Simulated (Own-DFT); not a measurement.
Simulation results for Al$_{3}$GaN$_{4}$ (wurtzite random alloy, strained, atoms displaced)

Computed with Own-DFT development build. A calculation, not a measurement: plane-wave PBE density functional theory by an unreviewed code, no spin, of a simulated periodic cell, stress positive in tension, free energy of the whole cell less one offset for each atom, forces on such cells passed a denser k mesh, this cell's mesh not checked; offsets are fitted by least squares, one for each functional and potential file, so energies compare only between cells with the same atoms and settings and are not formation energies; the far tail of each file's local potential was reset to the Coulomb form; each entry is a single point on an unrelaxed cell, so the pressure reflects the starting lattice, mostly measured values, from which strain is counted, and rises with the displacements; printed positions are rounded, which can move forces by about a meV/angstrom; the program is a retired in-house code; no spin-orbit coupling.

Settings shared by all entries: functional PBE; potential files PseudoDojo norm-conserving, scalar-relativistic, standard set with the stringent files for Ga; wave cutoff 96 hartree; occupations Gaussian; smearing width 0.01 eV; k mesh 4 x 4 x 3 centred on Gamma.

(1) 
```cif
# cell vector a (Å): 9.6756 0.0000 0.0000
# cell vector b (Å): -4.8378 8.3793 0.0000
# cell vector c (Å): 0.0000 0.0000 10.0655
data_Al3GaN4
_symmetry_space_group_name_H-M 'P 1'
_symmetry_Int_Tables_number 1
_cell_length_a 9.6756
_cell_length_b 9.6756
_cell_length_c 10.0655
_cell_angle_alpha 90.000
_cell_angle_beta 90.000
_cell_angle_gamma 120.000
_cell_volume 816.06
loop_
_atom_site_label
_atom_site_type_symbol
_atom_site_fract_x
_atom_site_fract_y
_atom_site_fract_z
_atom_site_occupancy
Al1 Al 0.11678 0.21472 0.99631 1
Ga1 Ga 0.22727 0.10317 0.24572 1
N1 N 0.11087 0.22088 0.18967 1
N2 N 0.23064 0.12224 0.42786 1
Ga2 Ga 0.11313 0.22292 0.49866 1
Ga3 Ga 0.21396 0.11125 0.74985 1
N3 N 0.11840 0.22785 0.69236 1
N4 N 0.22497 0.11018 0.94826 1
Ga4 Ga 0.11945 0.56271 0.99730 1
Al2 Al 0.22828 0.45117 0.25285 1
N5 N 0.11530 0.56280 0.19259 1
N6 N 0.21916 0.43564 0.44143 1
Ga5 Ga 0.10953 0.55318 0.50140 1
Al3 Al 0.20366 0.43008 0.74716 1
N7 N 0.11346 0.55998 0.69190 1
N8 N 0.21474 0.43625 0.93970 1
Al4 Al 0.11798 0.89479 0.99608 1
Al5 Al 0.22403 0.78119 0.24503 1
N9 N 0.11570 0.89707 0.18809 1
N10 N 0.21522 0.77807 0.43558 1
Al6 Al 0.10329 0.88691 0.50231 1
Al7 Al 0.22412 0.77305 0.74872 1
N11 N 0.10317 0.88652 0.69389 1
N12 N 0.21851 0.77501 0.92860 1
Al8 Al 0.44772 0.22844 0.99978 1
Al9 Al 0.55065 0.10860 0.25390 1
N13 N 0.44634 0.22618 0.19147 1
N14 N 0.56532 0.11129 0.43356 1
Al10 Al 0.44593 0.23522 0.49983 1
Al11 Al 0.55356 0.11289 0.74795 1
N15 N 0.44067 0.21347 0.68825 1
N16 N 0.55987 0.11515 0.94371 1
Al12 Al 0.44442 0.56471 0.99865 1
Al13 Al 0.55680 0.44455 0.25617 1
N17 N 0.43698 0.55604 0.18867 1
N18 N 0.55496 0.43806 0.44289 1
Al14 Al 0.44558 0.55908 0.50313 1
Al15 Al 0.54744 0.44321 0.75347 1
N19 N 0.44410 0.55629 0.68625 1
N20 N 0.54907 0.43921 0.93470 1
Al16 Al 0.44871 0.89249 0.00569 1
Al17 Al 0.55583 0.78171 0.25291 1
N21 N 0.44662 0.90048 0.19370 1
N22 N 0.55228 0.77307 0.44178 1
Al18 Al 0.44483 0.88578 0.50175 1
Al19 Al 0.55616 0.77904 0.75784 1
N23 N 0.45093 0.89882 0.69474 1
N24 N 0.54891 0.77835 0.94288 1
Ga6 Ga 0.78339 0.22352 0.00965 1
Al20 Al 0.89091 0.11801 0.25428 1
N25 N 0.77817 0.22642 0.19056 1
N26 N 0.89554 0.12258 0.43226 1
Ga7 Ga 0.77006 0.21915 0.50141 1
Al21 Al 0.89095 0.11267 0.73906 1
N27 N 0.77575 0.22341 0.70243 1
N28 N 0.89000 0.10518 0.94068 1
Al22 Al 0.77933 0.56568 0.01116 1
Ga8 Ga 0.88670 0.44629 0.25123 1
N29 N 0.78799 0.55875 0.19028 1
N30 N 0.88701 0.44876 0.43853 1
Al23 Al 0.77845 0.55556 0.50028 1
Ga9 Ga 0.89468 0.44807 0.74859 1
N31 N 0.77976 0.56216 0.69773 1
N32 N 0.89751 0.45069 0.92777 1
Al24 Al 0.77901 0.88744 0.01117 1
Al25 Al 0.89091 0.77142 0.25050 1
N33 N 0.77672 0.90046 0.19330 1
N34 N 0.89778 0.78530 0.42832 1
Al26 Al 0.78987 0.89634 0.49316 1
Al27 Al 0.88022 0.77510 0.74918 1
N35 N 0.78119 0.89327 0.68256 1
N36 N 0.88491 0.78209 0.94004 1
_calc_free_energy_of_cell_above_offsets '-22.085'  # eV
_calc_pressure -4.51  # GPa
_calc_stress_xx 10.4  # GPa
_calc_stress_yy 7.36  # GPa
_calc_stress_zz -4.25  # GPa
_calc_stress_yz -0.37  # GPa
_calc_stress_xz -0.16  # GPa
_calc_stress_xy 0.23  # GPa
```

Force:
```csv
element,x (eV/Å),y (eV/Å),z (eV/Å)
Al,-2.003,0.733,1.329
Ga,-1.559,2.228,-0.631
N,-0.372,0.708,-0.121
N,0.432,-1.293,3.493
Ga,0.453,-0.513,-0.84
Ga,1.805,-0.799,0.473
N,-1.842,-1.252,-0.57
N,0.575,0.188,-0.797
Ga,-0.73,-1.296,0.074
Al,-0.973,-1.605,-0.787
N,0.598,0.021,0.284
N,0.536,2.333,-0.181
Ga,0.047,0.368,-0.929
Al,1.169,2.949,1.056
N,1.075,-0.45,-0.208
N,1.352,0.36,-0.595
Al,-0.473,-1.043,-0.118
Al,-0.371,0.054,0.515
N,0.137,-3.22,-0.974
N,0.807,0.8,0.805
Al,1.454,0.905,-0.476
Al,-0.45,1.309,-0.989
N,0.279,-0.565,-0.636
N,0.546,1.847,2.176
Al,0.605,-0.718,0.116
Al,0.405,1.507,-1.418
N,1.354,0.72,-0.242
N,-2.354,-1.007,1.453
Al,0.44,-2.78,0.037
Al,0.364,0.194,1.271
N,-0.294,1.501,-0.044
N,-1.006,-0.605,-0.261
Al,-0.175,-1.946,-0.3
Al,-0.57,-0.239,-1.209
N,1.692,0.936,0.527
N,-0.037,2.515,-0.206
Al,-0.1,-0.606,-0.658
Al,0.83,-0.016,-1.31
N,-0.385,-0.012,1.474
N,0.001,1.474,1.995
Al,-0.811,0.728,-1.202
Al,-0.193,-0.047,-0.411
N,0.298,-1.7,-0.198
N,0.413,0.664,-0.076
Al,-0.515,0.489,-0.267
Al,-0.118,0.277,-1.712
N,-0.008,-1.582,-0.662
N,0.924,0.222,0.623
Ga,0.209,0.391,-2.971
Al,0.649,0.506,-2.366
N,-0.124,-0.763,2.269
N,-0.224,-1.542,2.306
Ga,1.108,0.989,0.479
Al,-0.506,-0.365,1.998
N,0.521,-0.691,-1.679
N,0.545,-0.176,-0.651
Al,0.712,-1.032,-3.52
Ga,1.657,-0.475,-0.474
N,-2.552,0.38,0.781
N,-0.362,-0.149,1.463
Al,-0.123,0.382,0.653
Ga,-1.121,-0.023,-0.811
N,-1.01,-0.703,-1.771
N,-1.164,0.192,4.196
Al,-0.364,1.09,-1.748
Al,-0.131,1.883,-1.62
N,0.433,-1.559,1.065
N,-0.996,-0.861,2.298
Al,-1.058,-0.341,-0.252
Al,0.446,0.709,0.4
N,-0.191,-0.276,0.362
N,0.391,-0.305,0.92
```

(2) 
```cif
# cell vector a (Å): 9.6756 0.0000 0.0000
# cell vector b (Å): -4.8378 8.3793 0.0000
# cell vector c (Å): 0.0000 0.0000 10.0655
data_Al3GaN4
_symmetry_space_group_name_H-M 'P 1'
_symmetry_Int_Tables_number 1
_cell_length_a 9.6756
_cell_length_b 9.6756
_cell_length_c 10.0655
_cell_angle_alpha 90.000
_cell_angle_beta 90.000
_cell_angle_gamma 120.000
_cell_volume 816.06
loop_
_atom_site_label
_atom_site_type_symbol
_atom_site_fract_x
_atom_site_fract_y
_atom_site_fract_z
_atom_site_occupancy
Al1 Al 0.11250 0.22602 0.00853 1
Al2 Al 0.23343 0.11137 0.25319 1
N1 N 0.11109 0.22991 0.18216 1
N2 N 0.21744 0.09626 0.45088 1
Al3 Al 0.11096 0.21292 0.49151 1
Al4 Al 0.20346 0.10757 0.75114 1
N3 N 0.10417 0.22350 0.68725 1
N4 N 0.22224 0.11483 0.94785 1
Ga1 Ga 0.10256 0.54796 0.99924 1
Al5 Al 0.22413 0.45179 0.24574 1
N5 N 0.11144 0.54937 0.19139 1
N6 N 0.21484 0.43654 0.43366 1
Al6 Al 0.10420 0.55198 0.49949 1
Al7 Al 0.22573 0.44512 0.74542 1
N7 N 0.10894 0.55366 0.68941 1
N8 N 0.21820 0.43828 0.95697 1
Ga2 Ga 0.11504 0.88758 0.00005 1
Al8 Al 0.22116 0.78049 0.25721 1
N9 N 0.10239 0.88738 0.19289 1
N10 N 0.22092 0.77267 0.43028 1
Al9 Al 0.10385 0.88575 0.49481 1
Al10 Al 0.21270 0.77188 0.75071 1
N11 N 0.11492 0.89312 0.68541 1
N12 N 0.21859 0.77644 0.94132 1
Ga3 Ga 0.44698 0.22028 0.00167 1
Al11 Al 0.55393 0.11348 0.24835 1
N13 N 0.44234 0.22164 0.19719 1
N14 N 0.55941 0.10162 0.44037 1
Al12 Al 0.43646 0.22680 0.49298 1
Al13 Al 0.55584 0.10559 0.75021 1
N15 N 0.44728 0.22517 0.69295 1
N16 N 0.55212 0.11838 0.94046 1
Ga4 Ga 0.43191 0.54285 0.00253 1
Ga5 Ga 0.54952 0.44370 0.24498 1
N17 N 0.44295 0.55291 0.20238 1
N18 N 0.54520 0.44530 0.44291 1
Al14 Al 0.44773 0.55983 0.50638 1
Al15 Al 0.55174 0.45028 0.74483 1
N19 N 0.45013 0.56267 0.69333 1
N20 N 0.54860 0.42817 0.94375 1
Ga6 Ga 0.43749 0.87574 0.00875 1
Al16 Al 0.55998 0.76938 0.25251 1
N21 N 0.44401 0.89410 0.19101 1
N22 N 0.56908 0.79036 0.43756 1
Al17 Al 0.44462 0.88302 0.50338 1
Al18 Al 0.55201 0.77658 0.74797 1
N23 N 0.44115 0.88867 0.68523 1
N24 N 0.56105 0.77257 0.93045 1
Al19 Al 0.77611 0.22025 0.99018 1
Al20 Al 0.88560 0.11363 0.24370 1
N25 N 0.78644 0.22816 0.18832 1
N26 N 0.88829 0.11638 0.42721 1
Ga7 Ga 0.77430 0.21755 0.50027 1
Al21 Al 0.88627 0.10450 0.75287 1
N27 N 0.78128 0.22957 0.69464 1
N28 N 0.88802 0.11588 0.94132 1
Ga8 Ga 0.78285 0.55480 0.00235 1
Al22 Al 0.89825 0.45115 0.25854 1
N29 N 0.78049 0.55989 0.19570 1
N30 N 0.89240 0.45277 0.45415 1
Al23 Al 0.78010 0.56390 0.50103 1
Al24 Al 0.88412 0.43964 0.75059 1
N31 N 0.76563 0.54748 0.70395 1
N32 N 0.89185 0.45056 0.93705 1
Al25 Al 0.78640 0.90928 0.00474 1
Al26 Al 0.88207 0.77483 0.24083 1
N33 N 0.78213 0.88610 0.19520 1
N34 N 0.88140 0.77647 0.43568 1
Ga9 Ga 0.77608 0.89374 0.50344 1
Al27 Al 0.88997 0.78103 0.75448 1
N35 N 0.78482 0.88649 0.68552 1
N36 N 0.88903 0.77175 0.93607 1
_calc_free_energy_of_cell_above_offsets '-21.474'  # eV
_calc_pressure -4.55  # GPa
_calc_stress_xx 8.15  # GPa
_calc_stress_yy 7.87  # GPa
_calc_stress_zz -2.35  # GPa
_calc_stress_yz -0.17  # GPa
_calc_stress_xz -0.21  # GPa
_calc_stress_xy 0.21  # GPa
```

Force:
```csv
element,x (eV/Å),y (eV/Å),z (eV/Å)
Al,0.403,-0.966,-2.041
Al,-2.519,-0.801,-0.414
N,0.656,-0.814,3.509
N,-0.387,1.906,-2.026
Al,-1.323,0.87,0.156
Al,2.458,0.728,0.013
N,0.371,-0.183,0.217
N,-1.144,-0.302,-1.173
Ga,0.439,0.831,0.348
Al,0.087,-1.47,0.557
N,-0.96,1.632,0.894
N,0.496,0.759,1.488
Al,1.439,0.277,-0.074
Al,-0.847,-0.201,0.546
N,0.335,0.123,0.534
N,-0.691,-0.084,-3.029
Ga,-1.078,0.466,0.108
Al,-0.01,-0.409,-3.108
N,1.299,0.303,0.961
N,-0.091,0.119,3.602
Al,0.425,-1.383,0.333
Al,0.445,0.734,-0.447
N,-0.749,-1.005,0.735
N,0.846,-0.646,-0.835
Ga,-1.245,-0.53,-0.171
Al,1.448,-0.018,0.375
N,0.696,-0.605,0.385
N,-2.143,0.426,-0.525
Al,1.77,-0.729,2.034
Al,-1.398,1.147,-0.433
N,-0.996,-0.297,-0.736
N,2.657,-1.686,-0.439
Ga,2.204,1.165,-0.042
Ga,1.38,0.156,1.04
N,-1.097,1.188,-1.204
N,1.095,0.168,0.435
Al,-0.755,-0.123,-1.692
Al,1.028,-2.039,1.323
N,-1.161,-0.57,-0.279
N,-0.537,2.823,-0.693
Ga,0.37,0.835,-2.128
Al,-0.661,1.363,-0.269
N,0.416,-0.856,1.826
N,-2.13,-2.299,0.655
Al,-0.489,0.613,-1.7
Al,0.313,0.806,-0.348
N,0.439,-0.66,1.453
N,-0.248,0.793,1.889
Al,-0.919,1.069,1.18
Al,0.855,0.17,-0.053
N,-1.425,0.024,-0.335
N,1.303,-0.187,1.532
Ga,0.271,0.726,-0.003
Al,-0.385,0.972,-0.96
N,0.407,-2.182,0.744
N,0.627,0.047,-0.168
Ga,-1.328,-0.247,-0.509
Al,-0.636,-0.734,-0.463
N,0.61,-0.892,0.258
N,-1.006,-0.286,-1.547
Al,-0.584,-0.915,0.696
Al,-0.374,1.152,-0.526
N,1.209,1.693,-1.802
N,0.052,-2.028,-0.164
Al,0.339,-3.095,-0.479
Al,0.978,0.411,1.375
N,-1.64,0.867,-1.37
N,1.062,-0.033,0.201
Ga,1.32,0.713,-1.875
Al,0.53,-1.186,-1.157
N,-1.233,0.606,2.628
N,-0.887,1.774,1.187
```

(3) 
```cif
# cell vector a (Å): 9.6756 0.0000 0.0000
# cell vector b (Å): -4.8378 8.3793 0.0000
# cell vector c (Å): 0.0000 0.0000 10.0655
data_Al3GaN4
_symmetry_space_group_name_H-M 'P 1'
_symmetry_Int_Tables_number 1
_cell_length_a 9.6756
_cell_length_b 9.6756
_cell_length_c 10.0655
_cell_angle_alpha 90.000
_cell_angle_beta 90.000
_cell_angle_gamma 120.000
_cell_volume 816.06
loop_
_atom_site_label
_atom_site_type_symbol
_atom_site_fract_x
_atom_site_fract_y
_atom_site_fract_z
_atom_site_occupancy
Al1 Al 0.11803 0.23408 0.99683 1
Al2 Al 0.22159 0.11540 0.24660 1
N1 N 0.10514 0.21701 0.19523 1
N2 N 0.23653 0.11853 0.43476 1
Al3 Al 0.10362 0.22063 0.50463 1
Ga1 Ga 0.22376 0.10938 0.75372 1
N3 N 0.11143 0.21639 0.69325 1
N4 N 0.22619 0.10891 0.93019 1
Al4 Al 0.11192 0.55064 0.99579 1
Al5 Al 0.21783 0.44806 0.25025 1
N5 N 0.11893 0.56074 0.19550 1
N6 N 0.21705 0.43474 0.44121 1
Al6 Al 0.10765 0.56014 0.50150 1
Al7 Al 0.21249 0.44746 0.74968 1
N7 N 0.10293 0.55341 0.68293 1
N8 N 0.22602 0.44980 0.94258 1
Al8 Al 0.11850 0.89817 0.00448 1
Al9 Al 0.21551 0.77004 0.24987 1
N9 N 0.11576 0.88234 0.19456 1
N10 N 0.22457 0.77139 0.44079 1
Ga2 Ga 0.11657 0.88966 0.49883 1
Al10 Al 0.22066 0.78329 0.74632 1
N11 N 0.10184 0.88771 0.68418 1
N12 N 0.22305 0.77613 0.93638 1
Ga3 Ga 0.45782 0.22787 0.99667 1
Al11 Al 0.55879 0.11785 0.25286 1
N13 N 0.43891 0.22180 0.19667 1
N14 N 0.55411 0.10857 0.42494 1
Al12 Al 0.44666 0.22204 0.50185 1
Ga4 Ga 0.55812 0.11723 0.75362 1
N15 N 0.44748 0.22195 0.68398 1
N16 N 0.55493 0.10577 0.93108 1
Al13 Al 0.44310 0.54975 0.00132 1
Ga5 Ga 0.55882 0.44841 0.24092 1
N17 N 0.45470 0.55597 0.18872 1
N18 N 0.54360 0.44234 0.44420 1
Al14 Al 0.44500 0.55733 0.50016 1
Al15 Al 0.54875 0.44061 0.75761 1
N19 N 0.44474 0.55274 0.69496 1
N20 N 0.55297 0.43803 0.93939 1
Ga6 Ga 0.44676 0.89460 0.99341 1
Al16 Al 0.54577 0.77362 0.24809 1
N21 N 0.43775 0.89024 0.17677 1
N22 N 0.55738 0.77724 0.44220 1
Al17 Al 0.44141 0.88530 0.49613 1
Al18 Al 0.56249 0.77275 0.75050 1
N23 N 0.44707 0.88796 0.69810 1
N24 N 0.55250 0.77577 0.94473 1
Al19 Al 0.76649 0.21687 0.98444 1
Al20 Al 0.90222 0.11755 0.25020 1
N25 N 0.78511 0.23096 0.19468 1
N26 N 0.88389 0.10518 0.43854 1
Ga7 Ga 0.77403 0.22570 0.50313 1
Al21 Al 0.88843 0.12070 0.75638 1
N27 N 0.78345 0.22620 0.69704 1
N28 N 0.88419 0.10821 0.94129 1
Ga8 Ga 0.77328 0.55686 0.99730 1
Al22 Al 0.88801 0.44335 0.24848 1
N29 N 0.77122 0.55406 0.19071 1
N30 N 0.88498 0.44144 0.44622 1
Ga9 Ga 0.77809 0.55561 0.49862 1
Al23 Al 0.89495 0.45445 0.74546 1
N31 N 0.78400 0.56362 0.68844 1
N32 N 0.89627 0.45036 0.93237 1
Al24 Al 0.78056 0.88513 0.99794 1
Al25 Al 0.88944 0.77707 0.24825 1
N33 N 0.76738 0.88443 0.18096 1
N34 N 0.87882 0.77034 0.42953 1
Al26 Al 0.78881 0.89784 0.49314 1
Al27 Al 0.89444 0.77137 0.75520 1
N35 N 0.78038 0.88990 0.68621 1
N36 N 0.88765 0.77751 0.94035 1
_calc_free_energy_of_cell_above_offsets '-21.782'  # eV
_calc_pressure -4.57  # GPa
_calc_stress_xx 9.23  # GPa
_calc_stress_yy 8.21  # GPa
_calc_stress_zz -3.74  # GPa
_calc_stress_yz 0.79  # GPa
_calc_stress_xz 0.09  # GPa
_calc_stress_xy 0.1  # GPa
```

Force:
```csv
element,x (eV/Å),y (eV/Å),z (eV/Å)
Al,-0.418,-1.817,0.21
Al,0.69,-0.682,0.821
N,1.576,1.626,-1.719
N,-1.685,-0.675,0.724
Al,1.181,-0.229,-0.695
Ga,-0.109,-0.082,-3.185
N,-1.617,1.464,0.194
N,-0.714,0.544,4.334
Al,-0.734,1.514,0.648
Al,1.568,-0.728,0.615
N,-1.1,-1.258,-1.107
N,-0.634,1.315,0.226
Al,0.827,-1.329,-1.235
Al,1.598,-0.253,-0.777
N,1.031,0.837,1.477
N,-0.067,-0.673,-0.275
Al,0.357,-1.494,-0.519
Al,1.149,1.565,-0.298
N,-1.63,1.017,-0.63
N,-0.122,0.158,-0.264
Ga,-0.849,0.45,-1.53
Al,0.65,-0.197,0.115
N,1.428,-0.501,1.632
N,-1.407,-0.281,-0.057
Ga,-1.045,-1.811,1.311
Al,0.176,-0.605,-3.165
N,0.877,-0.365,-1.446
N,-0.476,-0.319,4.346
Al,-0.145,0.452,-1.73
Ga,0.133,-0.993,-3.169
N,-0.157,0.764,1.306
N,-0.063,1.62,2.636
Al,-0.108,1.529,-0.329
Ga,-0.397,-1.22,2.4
N,-3.103,0.23,-0.371
N,1.227,-0.204,-0.152
Al,-0.169,-0.403,0.166
Al,0.554,0.416,-2.66
N,-0.769,-0.177,0.069
N,-0.739,1.291,0.054
Ga,0.092,-1.807,-0.44
Al,0.725,0.984,-0.522
N,0.34,0.01,3.481
N,-0.631,0.103,-0.51
Al,1.032,0.513,0.726
Al,-0.64,0.742,-0.071
N,-0.471,-0.464,-1.515
N,1.545,-0.814,-0.983
Al,1.985,1.127,1.952
Al,-2.991,-1.678,-0.426
N,-0.365,-0.905,-1.313
N,0.857,1.391,-0.021
Ga,0.354,-1.269,-0.577
Al,1.348,-1.988,-1.17
N,-0.292,0.894,-0.02
N,0.499,0.793,0.368
Ga,1.301,0.085,0.224
Al,-0.169,0.352,0.275
N,2.486,0.742,-0.133
N,0.897,1.082,-1.405
Ga,-1.48,-0.137,-0.314
Al,-0.903,-0.691,-0.144
N,-0.343,-1.277,1.682
N,-0.228,-1.024,0.774
Al,-1.381,0.322,-0.302
Al,-0.779,0.123,-1.176
N,1.252,0.632,1.847
N,0.65,1.408,0.963
Al,-0.836,-2.024,1.004
Al,-1.74,1.228,-1.28
N,0.287,0.174,0.759
N,0.834,0.881,0.296
```

(4) 
```cif
# cell vector a (Å): 9.6756 0.0000 0.0000
# cell vector b (Å): -4.8378 8.3793 0.0000
# cell vector c (Å): 0.0000 0.0000 10.0655
data_Al3GaN4
_symmetry_space_group_name_H-M 'P 1'
_symmetry_Int_Tables_number 1
_cell_length_a 9.6756
_cell_length_b 9.6756
_cell_length_c 10.0655
_cell_angle_alpha 90.000
_cell_angle_beta 90.000
_cell_angle_gamma 120.000
_cell_volume 816.06
loop_
_atom_site_label
_atom_site_type_symbol
_atom_site_fract_x
_atom_site_fract_y
_atom_site_fract_z
_atom_site_occupancy
Al1 Al 0.11155 0.21629 0.00183 1
Al2 Al 0.22815 0.11422 0.24968 1
N1 N 0.10599 0.22309 0.19880 1
N2 N 0.21531 0.10601 0.44298 1
Al3 Al 0.10800 0.21402 0.49982 1
Al4 Al 0.22206 0.11009 0.75339 1
N3 N 0.10614 0.21760 0.68720 1
N4 N 0.22901 0.11627 0.93570 1
Al5 Al 0.11128 0.55124 0.00484 1
Ga1 Ga 0.21710 0.44022 0.24383 1
N5 N 0.11443 0.55095 0.19340 1
N6 N 0.22330 0.44112 0.43851 1
Al6 Al 0.10991 0.55568 0.50082 1
Ga2 Ga 0.21805 0.44264 0.75123 1
N7 N 0.10020 0.54655 0.69569 1
N8 N 0.22020 0.43248 0.94381 1
Al7 Al 0.11516 0.88704 0.99298 1
Al8 Al 0.21809 0.77305 0.25005 1
N9 N 0.11358 0.89290 0.19146 1
N10 N 0.22983 0.78071 0.43248 1
Al9 Al 0.11264 0.88604 0.49720 1
Al10 Al 0.21805 0.78045 0.75537 1
N11 N 0.10297 0.88768 0.68455 1
N12 N 0.22294 0.78102 0.93995 1
Ga3 Ga 0.44227 0.23076 0.99616 1
Al11 Al 0.55558 0.11993 0.24918 1
N13 N 0.44477 0.22436 0.19194 1
N14 N 0.55836 0.11661 0.43983 1
Al12 Al 0.43169 0.21553 0.49560 1
Al13 Al 0.56032 0.11520 0.74361 1
N15 N 0.44904 0.23205 0.69709 1
N16 N 0.56010 0.12657 0.93572 1
Al14 Al 0.43484 0.55224 0.00108 1
Al15 Al 0.54808 0.43994 0.24210 1
N17 N 0.44226 0.54482 0.19316 1
N18 N 0.55173 0.43779 0.45078 1
Ga4 Ga 0.45242 0.57724 0.50753 1
Al16 Al 0.54294 0.43946 0.74021 1
N19 N 0.44676 0.55852 0.69002 1
N20 N 0.56100 0.46283 0.93664 1
Al17 Al 0.45263 0.90480 0.99465 1
Al18 Al 0.55530 0.77504 0.24999 1
N21 N 0.44584 0.87554 0.18977 1
N22 N 0.55406 0.77860 0.43526 1
Al19 Al 0.44387 0.89333 0.49949 1
Al20 Al 0.55509 0.77623 0.75288 1
N23 N 0.44070 0.89719 0.68529 1
N24 N 0.55613 0.77074 0.94196 1
Al21 Al 0.78264 0.22569 0.99775 1
Ga5 Ga 0.89780 0.11765 0.24640 1
N25 N 0.77852 0.22603 0.19201 1
N26 N 0.89601 0.11561 0.43837 1
Al22 Al 0.78001 0.23457 0.50129 1
Al23 Al 0.89564 0.11808 0.75850 1
N27 N 0.78733 0.22906 0.68730 1
N28 N 0.89524 0.11769 0.94566 1
Ga6 Ga 0.77270 0.54241 0.00681 1
Al24 Al 0.89009 0.44150 0.25312 1
N29 N 0.78817 0.55990 0.19008 1
N30 N 0.88371 0.45266 0.44295 1
Ga7 Ga 0.77575 0.54836 0.50059 1
Ga8 Ga 0.87801 0.43698 0.74062 1
N31 N 0.77643 0.55588 0.68263 1
N32 N 0.88087 0.42733 0.94157 1
Al25 Al 0.77640 0.88192 0.99909 1
Ga9 Ga 0.88379 0.77782 0.24651 1
N33 N 0.77150 0.88442 0.19982 1
N34 N 0.89172 0.79011 0.44281 1
Al26 Al 0.78089 0.89116 0.49769 1
Al27 Al 0.89124 0.78052 0.74346 1
N35 N 0.78461 0.89866 0.69513 1
N36 N 0.89330 0.77905 0.93894 1
_calc_free_energy_of_cell_above_offsets '-22.291'  # eV
_calc_pressure -4.93  # GPa
_calc_stress_xx 7.94  # GPa
_calc_stress_yy 8  # GPa
_calc_stress_zz -1.16  # GPa
_calc_stress_yz -0.07  # GPa
_calc_stress_xz -0.1  # GPa
_calc_stress_xy 0.21  # GPa
```

Force:
```csv
element,x (eV/Å),y (eV/Å),z (eV/Å)
Al,-0.182,0.164,0.292
Al,-1.109,-0.735,0.361
N,3.172,-0.701,-2.492
N,0.883,0.034,-0.541
Al,-0.311,1.246,-0.32
Al,-0.18,0.316,-1.814
N,0.787,-0.149,0.967
N,-1.412,-1.284,1.047
Al,-0.483,-0.231,-1.028
Ga,1.316,0.516,1.755
N,-2.179,0.993,-0.652
N,-1.049,0.175,1.276
Al,0.695,-0.222,-0.283
Ga,0.205,-0.385,-0.609
N,0.77,2.228,-0.934
N,-0.712,0.993,0.79
Al,-1.119,0.317,1.119
Al,0.678,0.61,-1.169
N,0.842,0.15,-0.761
N,-0.926,-0.5,1.814
Al,-0.591,-0.01,-0.553
Al,0.015,-0.476,-1.532
N,1.635,0.414,1.066
N,0.833,-0.505,0.493
Ga,0.944,0.796,-0.376
Al,1.287,-1.31,0.039
N,-0.146,-0.315,0.134
N,-0.453,-0.196,0.343
Al,0.889,1.1,0.922
Al,-0.471,0.632,0.112
N,-0.31,-2.594,-1.205
N,1.161,-1.463,0.181
Al,1.166,0.471,0.118
Al,1.191,0.787,2.071
N,-0.251,1.364,-1.026
N,-0.683,0.026,-1.86
Ga,0.049,-3.059,-2.004
Al,1.547,1.97,0.91
N,-0.609,0.614,1.851
N,-0.734,-1.476,-0.213
Al,0.358,-1.296,0.787
Al,-0.082,-0.556,-0.407
N,-1.643,1.832,-0.623
N,0.148,2.222,0.892
Al,0.562,0.065,-1.111
Al,0.327,0.719,-0.296
N,0.553,-0.873,1.274
N,-1.098,1.136,-0.118
Al,-0.39,-1.382,0.941
Ga,-2.173,-1.632,0.956
N,-0.668,0.022,-0.376
N,-1.337,-0.111,1.172
Al,0.893,-1.353,-1
Al,-0.203,-0.52,-1.336
N,-0.634,-2.756,0.015
N,-0.245,-1.096,0.164
Ga,0.318,1.173,-2.028
Al,-0.251,0.496,-0.389
N,-0.742,-1.71,1.638
N,3.348,-1.359,-1.085
Ga,-2.315,1.854,-1.025
Ga,-0.222,1.718,1.757
N,-0.951,0.502,2.651
N,0.814,2.65,-0.139
Al,0.139,0.268,0.309
Ga,0.897,0.438,0.789
N,-0.315,0.504,-2.143
N,0.84,-1.011,0.151
Al,-0.609,0.889,0.201
Al,-0.804,-0.741,0.566
N,-0.809,-0.741,-0.29
N,0.139,0.342,-0.184
```
